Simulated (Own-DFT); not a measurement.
# What a defect does to the pressure of its cell: grey tin

Everything here is calculated. The program is Own-DFT (plane waves, in-house, since retired, never reviewed by a person); positions were held fixed, and spin and spin-orbit coupling were off.

Method: PBE; PseudoDojo norm-conserving scalar-relativistic files; cutoff 42 hartree; 3 x 3 x 3 k mesh centred on Gamma; cold (Marzari-Vanderbilt) smearing of 0.2 eV.

Keep in mind (not all hold for every row): not probed for a lower state with spin; forces on such cells moved up to 12 meV/angstrom on a denser k mesh; stress not checked against mesh or cutoff.

All runs share one cell, with vectors in Å (12.978, 0.000, 0.000); (0.000, 12.978, 0.000); (0.000, 0.000, 12.978) and a volume of 2185.9 Å³. u is the rms random offset of the atoms per axis. The defect's site can differ from row to row.

```
            cell  formula   u (Å)  P (GPa)
       no defect     Sn64  0.0195     3.37
       no defect     Sn64  0.0199     3.38
       no defect     Sn64  0.0503     3.65
  one Sn vacancy     Sn63  0.0283     3.20
  one Sn vacancy     Sn63  0.0302     3.22
  one Sn vacancy     Sn63  0.0510     3.49
two Sn vacancies     Sn62  0.0300     3.14
two Sn vacancies     Sn62  0.0308        ?
two Sn vacancies     Sn62  0.0512     3.26
two Sn vacancies     Sn62  0.0520     3.28
```

## What the rows give

P = P0 + c u² + a shift for each defect gives P0 = 3.33 GPa, c = 122 ± 15 GPa/Å² and a scatter of 0.04 GPa. The shifts, and each times the cell's volume:

- one Sn vacancy: -0.20 ± 0.03 GPa, -2.8 eV
- two Sn vacancies: -0.36 ± 0.04 GPa, -4.9 eV (-2.4 eV for each of its 2 sites)

Against the defect-free cell, a freed cell would be larger where the shift is positive and smaller where it is negative (160.2 GPa Å³ is 1 eV). The atoms around the defects weren't relaxed, which would change these numbers.

## Test on the hidden row

Question: what pressure belongs in the blank (two Sn vacancies, u = 0.0308 Å)?

From the fit: 3.09 ± 0.05 GPa. The calculation gave 3.13 GPa.
